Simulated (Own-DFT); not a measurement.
## Calculated data, Hf36O71 (tetragonal hafnia with one neutral oxygen vacancy, atoms displaced)

A calculation, not a measurement: plane-wave PBE and HSE06 DFT by an unreviewed code, no spin, of a simulated cell at Gamma alone, so results move with cell size and shape, stress positive in tension, energies less offsets, not probed for a lower state with spin; hafnium file: forces about 75 meV/angstrom off all-electron values; oxygen file: force components 24 meV/angstrom off all-electron in a glass; k mesh not checked against a denser one; forces and stress are PBE's, HSE06 gives the energy alone, and its difference from PBE has offsets of its own; offsets are fitted by least squares, one for each functional and potential file, so energies compare only between cells with the same atoms and settings and are not formation energies; the far tail of each file's local potential was reset to the Coulomb form; each entry is a single point on an unrelaxed cell, so the pressure reflects the starting lattice, taken from the Materials Project, from which strain is counted, and rises with the displacements; printed positions are rounded, which can move forces by about a meV/angstrom; the program is a retired in-house code; no spin-orbit coupling. Program: Own-DFT development build.

Settings shared by all entries: first functional PBE; second functional HSE06; exact exchange share 0.25; screening 0.11 1/bohr; exchange divergence Gygi-Baldereschi; potential files PseudoDojo norm-conserving, scalar-relativistic, made for PBE, standard set; wave cutoff 48 hartree; occupations fixed; k mesh 1 x 1 x 1 centred on Gamma.

(1) Hf36O71 (tetragonal hafnia with one neutral oxygen vacancy, atoms displaced)

```
Hf36O71
1.0
     10.7800     0.0000     0.0000
      0.0000    10.7800     0.0000
      0.0000     0.0000    10.4493
Hf O Hf O Hf O Hf O Hf O Hf O Hf O Hf O Hf O Hf O Hf O Hf O Hf O Hf O Hf O Hf O Hf O Hf O
2 4 2 4 2 4 2 4 2 4 2 4 2 3 2 4 2 4 2 4 2 4 2 4 2 4 2 4 2 4 2 4 2 4 2 4
Direct
  0.01443 0.99745 0.99922
  0.16670 0.16298 0.24901
  0.99354 0.16840 0.15168
  0.16929 0.99811 0.34072
  0.98867 0.17181 0.40707
  0.16657 0.99467 0.10071
  0.00143 0.99939 0.50426
  0.17064 0.16766 0.74479
  0.00505 0.16412 0.65824
  0.16129 0.00823 0.85322
  0.99701 0.16382 0.90022
  0.16853 0.99166 0.61057
  0.99153 0.33365 0.00281
  0.16958 0.50111 0.25763
  0.01048 0.50222 0.15426
  0.17337 0.32651 0.34566
  0.99606 0.49432 0.39874
  0.16627 0.34043 0.10576
  0.98932 0.33394 0.49638
  0.16752 0.50133 0.75227
  0.00016 0.49768 0.64334
  0.16461 0.32314 0.84970
  0.99598 0.50008 0.90038
  0.16984 0.34026 0.59978
  0.99750 0.66483 0.99808
  0.16563 0.82779 0.25554
  0.99888 0.83283 0.15746
  0.17384 0.66092 0.35218
  0.99914 0.82355 0.39981
  0.15673 0.66017 0.10489
  0.00865 0.66454 0.50066
  0.16194 0.83259 0.75189
  0.00193 0.82892 0.65971
  0.17474 0.67074 0.84632
  0.99927 0.83567 0.89955
  0.16052 0.66808 0.59727
  0.33539 0.00133 0.00557
  0.50121 0.16778 0.25966
  0.33029 0.17232 0.15046
  0.32658 0.16587 0.40483
  0.49990 0.00559 0.09895
  0.33600 0.00463 0.50056
  0.49905 0.16638 0.75224
  0.33567 0.16722 0.65267
  0.50480 0.99658 0.84496
  0.33005 0.16693 0.90372
  0.49729 0.00044 0.59850
  0.33343 0.32583 0.00226
  0.50424 0.50074 0.24609
  0.33559 0.50610 0.15320
  0.49893 0.33019 0.34423
  0.33262 0.49899 0.40216
  0.49938 0.33674 0.09036
  0.33382 0.33649 0.48991
  0.49661 0.49708 0.76295
  0.33789 0.50023 0.65515
  0.49850 0.33027 0.84894
  0.33832 0.50335 0.90536
  0.50518 0.32765 0.59248
  0.32950 0.66938 0.99916
  0.49165 0.83835 0.24367
  0.32892 0.83237 0.16107
  0.49191 0.66067 0.34682
  0.33161 0.83036 0.39441
  0.50608 0.66222 0.10503
  0.33107 0.66800 0.50192
  0.49856 0.84289 0.74225
  0.32803 0.83557 0.65796
  0.51204 0.66410 0.84553
  0.34082 0.83027 0.90494
  0.49989 0.66458 0.59800
  0.66276 0.99939 0.00633
  0.82803 0.16286 0.25294
  0.66350 0.16989 0.15764
  0.83672 0.00320 0.33888
  0.66630 0.16518 0.39979
  0.83166 0.00552 0.09918
  0.66987 0.99669 0.49910
  0.82731 0.16706 0.73920
  0.66747 0.16846 0.65386
  0.83136 0.00176 0.84727
  0.66391 0.16036 0.90756
  0.84314 0.00338 0.60480
  0.66365 0.33135 0.00319
  0.83367 0.50350 0.25212
  0.67401 0.49733 0.14593
  0.83468 0.33410 0.34924
  0.67109 0.49841 0.40546
  0.82761 0.33247 0.09559
  0.66679 0.33496 0.49357
  0.83160 0.49625 0.74975
  0.66886 0.49561 0.65229
  0.82856 0.33417 0.84663
  0.66452 0.50854 0.89756
  0.82820 0.33297 0.60121
  0.66865 0.65943 0.99592
  0.83237 0.83416 0.24877
  0.66162 0.83390 0.15360
  0.83335 0.66097 0.35052
  0.66356 0.83069 0.39918
  0.83956 0.66825 0.09778
  0.66102 0.66783 0.49413
  0.84048 0.83498 0.73828
  0.66374 0.84370 0.64657
  0.82763 0.67202 0.84517
  0.66479 0.83447 0.91212
  0.84073 0.67157 0.59911
```

- PBE energy of cell above offsets: -97.124 eV
- HSE06 less PBE above offsets: 0.064 eV
- PBE pressure: 2.04 GPa
- PBE stress xx: -1.64 GPa
- PBE stress yy: -2.11 GPa
- PBE stress zz: -2.38 GPa
- PBE stress yz: -0.27 GPa
- PBE stress xz: -0.48 GPa
- PBE stress xy: 0.03 GPa

Force:
```csv
element,x (eV/Å),y (eV/Å),z (eV/Å)
Hf,-3.43,1.492,-0.93
Hf,-0.964,1.327,-0.736
O,1.318,0.053,0.62
O,-0.619,0.051,1.533
O,0.694,-2.096,-0.049
O,1.618,0.269,0.381
Hf,1.01,0.616,-0.45
Hf,-0.943,0.316,0.936
O,-0.688,0.134,-1.454
O,0.8,-1.731,0.041
O,-0.063,0.835,1.185
O,-0.527,0.531,-2
Hf,1.35,-1.363,-0.25
Hf,0.191,-1.743,-1.906
O,-2.573,-0.446,-0.034
O,-0.164,0.455,0.595
O,0.705,0.94,-0.009
O,0.092,-0.702,-1.293
Hf,1.308,0.669,1.37
Hf,-0.164,-1.898,-0.716
O,0.076,0.066,1.225
O,0.392,2.359,0.05
O,0.42,0.16,-0.215
O,-0.111,-0.303,-0.773
Hf,-0.17,0.272,0.341
Hf,-1.001,-0.156,-0.383
O,0.258,0.357,-0.377
O,-0.413,1.099,0.778
O,0.25,1.832,0.751
O,1.815,1.171,-0.9
Hf,-2.902,-1.447,-0.482
Hf,0.715,1.566,0.82
O,0.867,0.419,-2.061
O,-0.26,-0.976,0.554
O,0.594,-0.876,0.291
O,2.208,-0.029,1.099
Hf,-0.707,-0.057,-1.119
Hf,-0.052,-1.267,-1.252
O,0.777,-0.561,0.358
O,0.904,-0.574,-0.527
O,-1.384,-0.389,1.206
Hf,-0.846,-0.952,0.123
Hf,0.576,0.241,-0.249
O,0.213,-0.465,-0.39
O,-0.853,1.232,0.418
O,0.894,-1.228,-0.093
O,0.629,0.012,-0.983
Hf,-1.624,1.426,0.366
Hf,-0.729,0.819,-0.913
O,0.062,-0.114,0.534
O,0.028,0.884,0.238
O,0.037,0.368,0.168
O,-0.136,0.069,1.082
Hf,-0.563,-0.073,2.247
Hf,1.035,1.063,-1.684
O,-0.924,0.291,0.026
O,0.078,-0.316,0.173
O,-0.412,-0.663,-0.165
O,-0.896,-0.019,-0.182
Hf,0.542,-1.286,1.193
Hf,1.726,-1.136,1.268
O,0.064,-0.012,-1.994
O,0.711,0.957,0.346
O,0.547,0.988,1.593
O,-1.011,0.286,-0.931
Hf,1.056,-0.496,-0.039
Hf,0.581,-2.27,1.372
O,0.724,-0.514,-0.874
O,-0.967,1.209,0.061
O,-0.234,1.372,0.493
O,-0.147,0.657,-0.641
Hf,2.642,-1.187,-1.278
Hf,1.03,1.156,-1.693
O,-0.787,0.249,-0.016
O,-0.222,-1.899,2.382
O,-0.399,-0.646,0.382
O,0.115,-0.506,-0.017
Hf,-0.487,-0.252,0.386
Hf,2.157,-0.654,3.333
O,-1.34,-0.853,-0.905
O,-0.205,-0.407,-1.129
O,-0.406,1.48,-0.295
O,-0.986,-0.378,-1.695
Hf,0.818,-0.089,-1.244
Hf,1.39,-0.474,-0.654
O,-0.864,0.087,0.701
O,-0.525,0.006,-0.116
O,-0.562,0.525,-1.187
O,0.553,0.137,0.356
Hf,-0.15,0.089,1.696
Hf,-0.075,1.162,-0.416
O,-0.595,0.272,0.006
O,-0.093,-0.346,0.205
O,0.282,-3.258,0.003
O,0.613,-0.384,-0.606
Hf,-0.175,2.726,0.278
Hf,-0.284,-0.551,-0.944
O,0.39,0.363,0.821
O,-0.52,1.205,-0.436
O,-0.05,1.171,0.068
O,-0.846,-0.219,0.273
Hf,0.8,-0.759,1.483
Hf,-2.506,0.02,3.085
O,0.802,-0.034,-0.269
O,0.557,-0.624,-0.078
O,-0.288,-0.097,-0.459
O,-1.169,0.266,-0.802
```

(2) Hf36O71 (tetragonal hafnia with one neutral oxygen vacancy, atoms displaced)

```
Hf36O71
1.0
     10.7800     0.0000     0.0000
      0.0000    10.7800     0.0000
      0.0000     0.0000    10.4493
Hf O Hf O Hf O Hf O Hf O Hf O Hf O Hf O Hf O Hf O Hf O Hf O Hf O Hf O Hf O Hf O Hf O Hf O
2 4 2 3 2 4 2 4 2 4 2 4 2 4 2 4 2 4 2 4 2 4 2 4 2 4 2 4 2 4 2 4 2 4 2 4
Direct
  0.99597 1.00000 0.00058
  0.16671 0.16399 0.24867
  0.99701 0.16936 0.15349
  0.16501 0.00271 0.34619
  0.00171 0.16422 0.39968
  0.16679 0.99873 0.09464
  0.00089 0.99987 0.50329
  0.16589 0.16702 0.74856
  0.00007 0.16825 0.65397
  0.16453 0.99824 0.84939
  0.16895 0.99752 0.59158
  0.00064 0.33271 0.99873
  0.16684 0.50387 0.24762
  0.00034 0.49748 0.14837
  0.17061 0.33786 0.34574
  0.00329 0.49571 0.40371
  0.16647 0.33032 0.09458
  0.99789 0.33026 0.50530
  0.16587 0.49856 0.75465
  0.99719 0.49794 0.64789
  0.16900 0.33100 0.84701
  0.99475 0.49586 0.89960
  0.16666 0.33212 0.60098
  0.00519 0.66957 0.99754
  0.16429 0.83021 0.25085
  0.99840 0.83399 0.14767
  0.16670 0.67236 0.34516
  0.00245 0.83753 0.40229
  0.16724 0.66170 0.09947
  0.99936 0.66635 0.49803
  0.16368 0.84214 0.75310
  0.99622 0.83101 0.65220
  0.16546 0.66180 0.84788
  0.00243 0.83100 0.89910
  0.16660 0.67152 0.59831
  0.33051 0.99815 0.99804
  0.49932 0.16752 0.24827
  0.33113 0.17071 0.15396
  0.49998 0.00218 0.34547
  0.33402 0.16279 0.40310
  0.50560 0.99994 0.09985
  0.33782 0.00031 0.50280
  0.49935 0.17023 0.75225
  0.33398 0.16352 0.65023
  0.50009 0.00262 0.84660
  0.33630 0.16892 0.90168
  0.49979 0.00404 0.59474
  0.33421 0.32997 0.00106
  0.50234 0.50301 0.25076
  0.33442 0.50105 0.15146
  0.49698 0.33560 0.34615
  0.33109 0.50487 0.40061
  0.50102 0.33173 0.09712
  0.33225 0.33250 0.50753
  0.49817 0.50127 0.75279
  0.33947 0.50022 0.65695
  0.49828 0.33100 0.84656
  0.33480 0.50019 0.90523
  0.49795 0.32574 0.59940
  0.32878 0.66402 0.00130
  0.50075 0.83579 0.24485
  0.33299 0.83294 0.15650
  0.50194 0.66332 0.34840
  0.33045 0.83272 0.40132
  0.49647 0.66484 0.09515
  0.33594 0.66617 0.50532
  0.50187 0.83208 0.74776
  0.32850 0.83250 0.65262
  0.50411 0.66255 0.84495
  0.33453 0.83917 0.89951
  0.50669 0.66592 0.59693
  0.66848 0.99276 0.00069
  0.83745 0.16160 0.25022
  0.66886 0.16763 0.14901
  0.83515 0.00007 0.34444
  0.67143 0.16783 0.40474
  0.83032 0.99848 0.09457
  0.66408 0.99883 0.50412
  0.83366 0.16609 0.75213
  0.66025 0.16639 0.64947
  0.83573 0.00231 0.84532
  0.66481 0.16731 0.90023
  0.83128 0.99500 0.60230
  0.67002 0.33727 0.00236
  0.83506 0.49693 0.24712
  0.66693 0.50091 0.15090
  0.83180 0.33134 0.35184
  0.66286 0.49764 0.40764
  0.83345 0.33583 0.08824
  0.66974 0.32913 0.50327
  0.83385 0.49831 0.75419
  0.66922 0.49812 0.65350
  0.83660 0.33052 0.84450
  0.66643 0.50215 0.89996
  0.83411 0.33413 0.59459
  0.66431 0.66306 0.00029
  0.83823 0.83421 0.24842
  0.66787 0.83371 0.15015
  0.83040 0.66260 0.34180
  0.66513 0.83670 0.40269
  0.83535 0.66651 0.10183
  0.66832 0.66978 0.50008
  0.82878 0.83162 0.75314
  0.66354 0.82847 0.65634
  0.83823 0.66631 0.84939
  0.66766 0.83421 0.90107
  0.83440 0.66361 0.59713
```

* PBE energy of cell above offsets: -100.647 eV
* HSE06 less PBE above offsets: -0.126 eV
* PBE pressure: 1.07 GPa
* PBE stress xx: -1.31 GPa
* PBE stress yy: -0.11 GPa
* PBE stress zz: -1.8 GPa
* PBE stress yz: -0.49 GPa
* PBE stress xz: 0.22 GPa
* PBE stress xy: 0.01 GPa

Force:
```csv
element,x (eV/Å),y (eV/Å),z (eV/Å)
Hf,0.48,0.451,-0.46
Hf,0.14,1.067,0.837
O,0.545,-0.42,-1.006
O,-0.093,-0.85,-0.373
O,-0.156,0.305,0.699
O,-0.538,0.207,-0.049
Hf,-0.229,-0.086,-0.566
Hf,0.655,0.213,0.06
O,0.002,-0.331,0.31
O,-0.269,1.596,0.091
O,-0.747,0.076,1.219
Hf,0.278,-0.514,-0.05
Hf,0.365,-0.957,0.935
O,0.072,0.04,0.261
O,-0.048,-0.959,-0.171
O,-0.181,0.759,-0.276
O,-0.178,0.218,-0.139
Hf,0.458,0.64,-1.308
Hf,-0.363,0.016,-1.199
O,0.771,0.029,0.818
O,-0.509,0.012,0.096
O,0.671,0.63,0.142
O,-0.018,-0.026,0.231
Hf,-1.464,-1.019,0.103
Hf,0.678,1.532,0.523
O,0.562,-0.093,-0.001
O,-0.555,-1.147,0.29
O,-0.457,-0.721,-0.314
O,-0.266,0.547,-0.158
Hf,0.43,-0.414,0.485
Hf,-0.115,-2.132,-1.418
O,0.336,0.4,0.307
O,0.1,1.022,0.521
O,0.018,0.78,0.385
O,-0.205,-0.732,-0.297
Hf,1.132,0.816,0.383
Hf,0.407,0.637,0.214
O,0.503,-0.379,-0.429
O,0.084,-0.493,0.104
O,-0.102,0.776,0.213
O,-1.28,-0.254,-0.39
Hf,-0.527,-0.233,-1.359
Hf,0.326,-0.301,-0.087
O,-0.692,0.033,0.432
O,0.024,-0.994,-0.189
O,-0.482,-0.999,0.055
O,0.322,-0.933,0.681
Hf,0.31,0.256,0.432
Hf,-0.556,-0.843,0.639
O,-0.217,0.092,-0.039
O,-0.005,-0.434,-0.046
O,-0.072,-0.325,0.918
O,0.098,0.096,-0.2
Hf,0.45,-0.013,-1.937
Hf,1.506,-1.055,-0.461
O,-1.578,0.069,-0.493
O,-0.015,1.226,0.404
O,-0.204,-0.117,-0.22
O,0.137,0.483,-0.16
Hf,0.758,0.142,-0.204
Hf,-0.04,-0.082,1.17
O,-0.267,0.048,-0.852
O,0.137,1.331,-0.318
O,0.416,-0.013,0.485
O,0.49,0.311,-0.113
Hf,-0.264,0.36,-0.853
Hf,-1.341,0.339,0.692
O,1.242,0.065,0.387
O,-0.242,1.449,0.492
O,-0.26,-1.422,0.416
O,-1.18,0.26,0.354
Hf,-1.102,2.034,-0.323
Hf,-1.543,1.029,0.56
O,0.236,0.141,0.685
O,0.087,-0.424,0.287
O,-0.268,-1.001,-0.22
O,1.051,-0.099,0.43
Hf,0.428,1.067,-0.827
Hf,-1.279,0.04,-0.414
O,1.468,-0.066,0.42
O,0.563,-0.566,0.759
O,0.422,-0.054,0.307
O,0.045,0.295,-0.524
Hf,-1.252,-1.473,-0.589
Hf,0.077,-0.082,0.509
O,0.193,0.043,-0.183
O,0.305,0.076,-1.031
O,0.245,0.334,-0.336
O,0.512,0.22,1.036
Hf,-0.923,0.693,-0.463
Hf,-0.049,0.414,-1.059
O,-0.442,-0.151,0.555
O,0.147,-0.09,0.242
O,0.348,-0.483,0.383
O,-0.027,-0.485,0.937
Hf,0.625,0.348,0.437
Hf,-0.973,-0.796,0.206
O,0.162,-0.212,0.07
O,0.358,0.779,0.652
O,0.188,-0.345,0.099
O,-0.076,0.026,-1.108
Hf,0.177,-1.206,-0.676
Hf,0.847,-0.045,-0.656
O,0.667,0.344,-0.607
O,-0.337,0.081,0.087
O,0.074,-0.899,-0.202
O,-0.14,0.481,-0.097
```
